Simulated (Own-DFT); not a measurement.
Simulation results for Si47N64 (beta silicon nitride with one vacancy, atoms displaced)

All values are calculated (Own-DFT development build). A calculation, not a measurement: plane-wave PBE density functional theory by an unreviewed code, no spin, of a simulated periodic cell, stress positive in tension, free energy of the whole cell less one offset for each atom, defect cell not probed for a lower state with spin; forces on such cells moved up to 12 meV/angstrom on a denser k mesh; offsets are fitted by least squares, one for each functional and potential file, so energies compare only between cells with the same atoms and settings and are not formation energies; the far tail of each file's local potential was reset to the Coulomb form; each entry is a single point on an unrelaxed cell, so the pressure reflects the starting lattice, mostly measured values (interpolated for alloys), from which strain is counted, and rises with the displacements; printed positions are rounded, which can move forces by about a meV/angstrom; the program, named Own-DFT, is a retired in-house code; no spin-orbit coupling; before rounding, a Quantum ESPRESSO 7.3.1 run of the same cell and cutoff gave forces within 1 meV/angstrom rms on each cell, which checks the program and not the settings.

Common to all runs: functional PBE; potential files PseudoDojo norm-conserving, scalar-relativistic, standard set; wave cutoff 42 hartree; occupations Fermi-Dirac; smearing width 0.1 eV; k mesh 2 x 2 x 4 centred on Gamma.

(1) 
```xyz
111
Lattice="15.2120 0.0000 0.0000 -7.6060 13.1740 0.0000 0.0000 0.0000 5.8180" Properties=species:S:1:pos:R:3:force_x:R:1:force_y:R:1:force_z:R:1 formula=Si47N64 free_energy_of_cell_above_offsets=-5.364 pressure=5.66 stress_xx=-4.55 stress_yy=-5.69 stress_zz=-6.74 stress_yz=-0.4 stress_xz=0.08 stress_xy=-0.28
Si    -1.6046     5.1074     0.7023      1.008     -1.681      1.455
Si     0.1909     2.6972     0.7602      0.701      0.362     -1.316
Si     1.3886     5.4262     0.7659      0.424      0.364     -1.371
Si     5.3909     1.5662     2.1933     -1.136     -2.062     -0.922
Si     3.5667     3.9675     2.1684      1.328     -1.884     -0.135
Si     2.3869     1.1531     2.2189      1.231     -0.196      -1.38
N      2.4091     0.1476     0.7767      -0.11       2.24     -0.932
N      6.2545     1.9737     0.7654     -0.305     -0.323     -1.114
N      2.7810     4.3841     0.7123     -0.663      0.953      0.294
N      1.3764     6.3838     2.1795      0.296      0.888      0.118
N     -2.4357     4.6386     2.2111     -0.722     -0.217     -1.682
N      1.0164     2.2130     2.1556      0.611     -0.944      1.055
N      0.0483     4.4063     0.7453     -2.255      -0.22     -0.268
N      3.8116     2.1897     2.1633     -1.185      0.741      0.276
Si    -1.6448     5.0546     3.6728      2.658     -0.163     -2.334
Si     0.2530     2.6281     3.6498     -0.914      1.786     -0.481
Si     1.3380     5.4812     3.6046      0.756     -1.444      1.945
Si     5.4734     1.5230     5.0852     -2.733     -0.216      1.266
Si     3.5495     3.9235     5.0747      0.952     -0.436     -0.181
Si     2.4093     1.1585     5.1187      0.007     -1.155      0.311
N      2.4028     0.1873     3.6205     -0.194       1.26      1.608
N      6.1768     1.9758     3.6152      2.156      0.988      0.863
N      2.7941     4.3943     3.6078     -1.491      1.314      0.463
N      1.4226     6.3775     5.1283      0.063      0.047     -1.136
N     -2.4153     4.6200     5.0634     -1.566     -0.715      2.409
N      1.0097     2.1800     5.1071      0.145     -0.376      0.392
N      0.0226     4.3805     3.5856     -1.212      0.051      0.665
N      3.7479     2.2082     5.1422      2.266     -0.475     -0.443
Si    -5.4179    11.6398     0.7003     -0.132     -0.707      3.017
Si    -3.5711     9.2521     0.7386      -1.53      0.873      1.039
Si    -2.4312    12.0100     0.7396       0.34      0.253      0.523
Si     1.5685     8.1048     2.1944      0.259      1.213     -0.586
Si    -0.2763    10.5378     2.1679      1.967     -1.222      0.357
Si    -1.4430     7.7355     2.1893       2.05      0.082      -0.48
N     -1.3854     6.7664     0.7177     -0.567       1.99     -0.207
N      2.4205     8.5474     0.7405      0.569       0.06     -0.146
N     -1.0095    10.9450     0.6897     -1.454      1.487      0.404
N     -2.4173    12.9067     2.2482      0.638      2.312     -1.917
N     -6.2574    11.1762     2.1958       1.25      0.334     -0.107
N     -2.7821     8.7877     2.2394     -0.148     -0.401     -1.482
N     -3.7852    10.9915     0.7197     -0.613     -1.233     -0.149
N     -0.0142     8.8164     2.1986     -1.035     -1.219      0.029
Si    -5.4163    11.6668     3.6621     -0.402     -1.349     -1.719
Si    -3.6188     9.2126     3.6522     -1.298       1.33      0.362
Si    -2.4181    12.0392     3.6875     -1.082     -2.121     -1.303
Si     1.6063     8.1164     5.0906      0.364     -0.272       0.41
Si    -0.2050    10.5533     5.0708     -0.472     -2.888     -0.359
Si    -1.3977     7.7476     5.0411      0.527       0.19      1.506
N     -1.4381     6.7699     3.6325     -0.138      0.332     -0.083
N      2.4371     8.6188     3.6240     -1.225     -1.251      0.453
N     -1.0638    10.9592     3.6323      0.279      0.521      0.409
N     -2.3868    12.9381     5.0790      0.454      2.014      1.897
N     -6.2190    11.2353     5.1166     -0.914     -0.684     -1.159
N     -2.8283     8.7773     5.1197      1.472     -1.296     -0.743
N     -3.8082    10.9506     3.6479     -0.161      0.156      0.375
N      0.0180     8.7431     5.1077     -1.122      1.549     -0.424
Si     5.9658     5.0698     0.7166      2.015     -0.602      0.215
Si     7.8436     2.6633     0.6976     -1.133       1.73      1.072
Si     9.0139     5.4493     0.7267      -2.35      0.339      0.319
Si    12.9892     1.5646     2.1467      0.693     -1.355      0.395
Si    11.1675     3.9194     2.1802      0.732      0.658       0.06
Si    10.0448     1.1214     2.1612     -0.448      1.323      1.491
N     10.0052     0.1576     0.7611      0.013      2.686     -1.279
N     13.8565     1.9849     0.6694     -0.515      0.197      1.653
N     10.3064     4.3900     0.7310      2.361     -0.843      0.373
N      9.0463     6.4011     2.1957      0.057     -2.172     -0.465
N      5.1846     4.6127     2.1527     -0.191      0.197      1.618
N      8.5896     2.1974     2.1472      1.733     -1.287      1.302
N      7.6183     4.4026     0.6982     -0.648     -0.115      0.193
N     11.4241     2.2462     2.2176     -0.989     -1.778      -0.65
Si     6.0373     5.0910     3.6779     -0.683      0.008     -1.553
Si     7.7910     2.7106     3.6036       0.65      -1.18      0.803
Si     8.9851     5.4446     3.6245      0.661      0.002      1.053
Si    13.0268     1.5578     5.0799      -0.96     -0.747     -1.112
Si    11.1897     3.9334     5.1470      -0.39     -1.124     -1.655
Si    10.0733     1.1441     5.0548     -1.979      0.999      3.217
N     10.0273     0.2354     3.7187     -0.507     -2.688     -3.718
N     13.8281     2.0476     3.6021     -0.153     -0.636      0.251
N     10.4020     4.3735     3.6255     -1.014      0.917      1.239
N      9.0241     6.3847     5.1255      0.301       0.29     -1.213
N      5.1798     4.6214     5.0871     -1.022     -0.457     -0.284
N      8.5969     2.1681     5.1325      1.193     -0.941     -2.943
N      7.6119     4.3984     3.6283     -0.145      0.382     -0.039
N     11.3766     2.1622     5.1110      1.924      2.437      0.298
Si     2.1820    11.7067     0.6877      0.636     -3.589      1.983
Si     4.0516     9.2586     0.7498     -1.327      0.453      -0.91
Si     5.2368    12.0246     0.7384     -0.832     -1.327     -0.209
Si     9.1838     8.0657     2.1758     -0.758      2.394      0.122
Si     6.2406     7.7316     2.1690     -0.027      1.176      0.274
N      6.2296     6.7525     0.7301     -0.393       0.98     -0.213
N     10.0084     8.5584     0.7505      1.751      0.479     -0.154
N      6.5526    10.9557     0.7564      0.377     -0.077     -1.591
N      5.2137    12.9299     2.1913      0.017      3.107     -0.413
N      1.3903    11.1277     2.1771     -0.676       1.26       0.19
N      4.8247     8.7454     2.1403      0.183     -0.813      1.888
N      3.7636    10.9649     0.7663      0.739       0.98     -0.766
N      7.6139     8.7682     2.1882      0.072     -0.726     -0.098
Si     2.1862    11.6148     3.6798       1.02       0.37     -2.276
Si     4.0093     9.2515     3.6375      1.519      0.068     -0.913
Si     5.1749    12.0132     3.6087      1.219     -1.091      1.561
Si     9.2106     8.1376     5.1210     -0.542     -0.941     -0.736
Si     7.3931    10.5297     5.1079      -0.36     -0.278      0.094
Si     6.2042     7.7363     5.1067      0.947      0.515      0.412
N      6.2481     6.8181     3.6677     -0.454     -0.929     -0.742
N      9.9944     8.5004     3.6135      1.464      0.651      1.165
N      6.5480    10.9087     3.6246     -0.456      0.781      1.516
N      5.1893    13.0161     5.1325      -0.02     -0.355       -1.4
N      1.3774    11.1358     5.0889      0.274      1.028      0.264
N      4.8451     8.7786     5.0870     -0.676     -0.186      0.083
N      3.7987    10.9521     3.5568     -0.538       0.99      0.926
N      7.6152     8.7699     5.1363     -0.356      0.303     -0.042
```

Units: free_energy_of_cell_above_offsets in eV; pressure, stress_xx, stress_yy, stress_zz, stress_yz, stress_xz, stress_xy in GPa; force_x, force_y, force_z in eV/Å.

(2) 
```xyz
111
Lattice="15.2120 0.0000 0.0000 -7.6060 13.1740 0.0000 0.0000 0.0000 5.8180" Properties=species:S:1:pos:R:3:force_x:R:1:force_y:R:1:force_z:R:1 formula=Si47N64 free_energy_of_cell_above_offsets=-4.697 pressure=5.58 stress_xx=-5.76 stress_yy=-4.47 stress_zz=-6.51 stress_yz=0.41 stress_xz=0.29 stress_xy=0.57
Si    -1.6089     5.0691     0.7606      1.276     -0.264     -0.235
Si     0.1960     2.6674     0.7471      1.222      0.912     -0.954
Si     1.4103     5.4749     0.7100     -0.378     -1.542      2.346
Si     5.4121     1.5191     2.1685     -1.415     -0.019     -0.575
Si     3.5331     3.9238     2.1821      1.956     -0.678      -1.51
Si     2.4208     1.1094     2.2009      1.263      0.505     -0.691
N      2.4096     0.1674     0.7248     -0.236      0.185        0.8
N      6.2442     1.9781     0.7404     -0.789     -1.241     -0.783
N      2.7830     4.3943     0.6992     -1.135      0.817      0.272
N      1.3777     6.4434     2.2012      0.137     -3.926      0.196
N     -2.4034     4.6062     2.1977     -1.691     -0.527       0.09
N      1.0720     2.1319     2.1812      -1.99      0.868     -0.334
N      0.0128     4.4147     0.7057     -0.386     -0.692      0.429
N      3.7872     2.1866     2.1758       0.24     -0.559      0.021
Si    -1.6336     5.0483     3.6703       1.43     -0.034     -0.556
Si     0.2326     2.6416     3.6203     -0.288      1.139      0.271
Si     1.3927     5.3980     3.6806     -0.703      0.913     -1.558
Si     5.4125     1.5486     5.0739     -1.059      0.195      0.647
Si     3.6020     3.9773     5.0504      2.005     -0.535      1.453
Si     2.4392     1.1114     5.1153     -0.042      1.988     -0.342
N      2.3821     0.2091     3.6515     -0.212     -0.697     -0.006
N      6.2266     1.9554     3.5961      0.748      0.015      0.938
N      2.7613     4.3691     3.6191     -1.351      0.873      0.285
N      1.3637     6.3232     5.1176      0.525      2.499     -1.535
N     -2.4435     4.5817     5.1265      0.681      0.884     -0.227
N      1.0234     2.1908     5.0693      0.309     -0.837      1.122
N     -0.0037     4.4083     3.6169     -0.522     -1.264      0.067
N      3.7943     2.2386     5.0810      0.336     -1.212      0.047
Si    -5.4260    11.6366     0.7517      0.742     -0.763      0.039
Si    -3.5465     9.2252     0.7286     -2.067      0.264      0.045
Si    -2.3995    12.0170     0.7171     -3.394       0.49      0.473
Si     1.5456     8.0709     2.2032      2.833      2.392     -0.465
Si    -0.1583    10.5334     2.1023     -2.902     -2.281      2.004
Si    -1.3740     7.6749     2.2309      0.508      3.209     -2.166
N     -1.3608     6.7919     0.7567     -0.781      -0.59     -0.627
N      2.4026     8.5956     0.7369      0.825     -0.139      0.193
N     -1.1069    11.0002     0.7169      2.827     -1.428     -0.301
N     -2.3802    12.9449     2.1720      0.139      0.826      0.258
N     -6.2582    11.1413     2.2019       0.99      1.386       0.27
N     -2.7967     8.7533     2.2027       0.63     -0.659       0.06
N     -3.8481    10.9393     0.7240      1.384      0.405      0.193
N      0.0401     8.7698     2.1675     -2.879      1.199     -0.024
Si    -5.4111    11.6727     3.6376     -0.151     -0.938      1.034
Si    -3.6179     9.2996     3.6255      0.351      0.131      0.836
Si    -2.3997    12.0609     3.6745      0.077     -1.548     -1.999
Si     1.5970     8.0938     5.0889      0.881     -0.096      0.932
Si    -0.2544    10.4935     5.1054      1.344     -0.753      -1.16
Si    -1.4333     7.6880     5.0944      2.764      1.125      0.092
N     -1.3572     6.7963     3.6058     -0.781     -2.124      2.759
N      2.4273     8.5446     3.6638      0.396     -0.104     -0.893
N     -1.0217    10.9571     3.6216     -0.106      0.781     -0.226
N     -2.4863    12.9544     5.0808      0.926      1.917      1.122
N     -6.2134    11.1531     5.1469     -1.563      0.188     -1.745
N     -2.7520     8.7345     5.0929     -1.207      0.715     -0.511
N     -3.8020    11.0452     3.6585     -0.195      -1.37     -0.244
N      0.0573     8.7839     5.0796     -2.923      -0.46      0.171
Si     7.8154     2.5953     0.7307     -1.197      3.449      0.799
Si     8.9795     5.4236     0.7241     -1.535      0.318      0.226
Si    13.0490     1.5032     2.1762     -1.984      0.591      0.166
Si    11.1451     3.9073     2.1350      1.826     -1.324      2.131
Si    10.0032     1.1581     2.1844      0.879     -1.223      0.236
N     10.0360     0.1960     0.7287     -0.919     -0.196       0.45
N     13.8151     2.0040     0.7008      0.868        0.2      1.352
N     10.4188     4.4224     0.7263     -0.877      0.759     -1.262
N      9.0505     6.3497     2.2151      0.085      0.822     -0.644
N      5.1116     4.6171     2.1243      0.841      0.144      2.373
N      8.6566     2.2019     2.1669     -0.672     -0.116      0.871
N      7.5491     4.4134     0.7269      1.459     -1.312      0.084
N     11.3825     2.1413     2.2330      1.326       1.89     -0.689
Si     5.9635     5.0403     3.6511      0.529      0.429     -1.479
Si     7.8009     2.6799     3.6255      0.588     -0.372      0.253
Si     8.9643     5.4879     3.6719      0.435     -2.009     -0.654
Si    13.0339     1.5447     5.1020      -1.78     -2.105     -0.775
Si    11.1894     3.9543     5.0739     -0.292      -2.36     -0.166
Si    10.0379     1.1651     5.1196     -0.698     -0.791     -0.942
N     10.0151     0.1821     3.6310     -0.875      0.448      0.488
N     13.8181     1.9909     3.6477      1.063       0.12     -0.681
N     10.3905     4.3904     3.6258     -0.744      0.965      0.115
N      8.9683     6.4279     5.0751      0.382     -1.997      1.119
N      5.2201     4.6436     5.1149     -1.498     -0.793     -0.831
N      8.5872     2.2245     5.1300      1.871     -1.666     -2.062
N      7.6400     4.3627     3.6652     -1.081      1.289     -0.283
N     11.4092     2.1390     5.0666      0.415      2.575      0.411
Si     2.1787    11.6382     0.7739      1.668      0.601     -1.904
Si     4.0706     9.3134     0.7097     -3.127      -0.38       1.06
Si     5.1654    11.9608     0.7395     -0.514      2.988     -0.553
Si     9.2366     8.0853     2.2447     -0.274     -0.108     -1.039
Si     7.3793    10.5279     2.1837     -0.756     -1.722      0.534
Si     6.2192     7.7399     2.2307      0.385     -0.265     -2.105
N      6.2147     6.7896     0.7701      0.163      1.041     -0.272
N      9.9873     8.5062     0.7311      2.211      0.656      0.959
N      6.5265    10.9863     0.7450      1.627     -0.992       -0.1
N      5.1942    13.0009     2.1422      0.544     -1.655      0.886
N      1.3488    11.1824     2.1616      1.419      1.055      1.193
N      4.8089     8.7753     2.1365       0.82     -0.163      1.736
N      3.7990    11.0137     0.6895     -1.213     -0.976      0.811
N      7.6691     8.7760     2.1884     -1.903      0.566      0.426
Si     2.1545    11.6416     3.6829      2.329      0.191     -1.497
Si     4.0305     9.2476     3.6345     -1.402      0.675     -0.894
Si     5.1991    12.0097     3.6324     -2.568      2.048     -0.099
Si     9.1768     8.0855     5.1151      0.226      1.159      0.599
Si     7.3387    10.4861     5.1009      1.021     -0.482     -0.209
Si     6.1686     7.6902     5.1066      0.368      0.337      1.196
N      6.1845     6.7934     3.6368     -0.155       -0.3      0.629
N     10.0095     8.5701     3.7145      1.327      0.361      -1.26
N      6.4906    10.9943     3.6409      3.303     -1.659      -0.18
N      5.1638    12.9302     5.1003      0.937      1.365     -0.039
N      1.4230    11.1592     5.0923     -2.474      -0.29      1.704
N      4.7722     8.8633     5.1046      2.972     -2.271     -1.275
N      3.8169    10.9755     3.6575     -1.353      0.086     -0.677
N      7.6301     8.7542     5.0700     -2.591      0.859     -0.036
```

Units: free_energy_of_cell_above_offsets in eV; pressure, stress_xx, stress_yy, stress_zz, stress_yz, stress_xz, stress_xy in GPa; force_x, force_y, force_z in eV/Å.
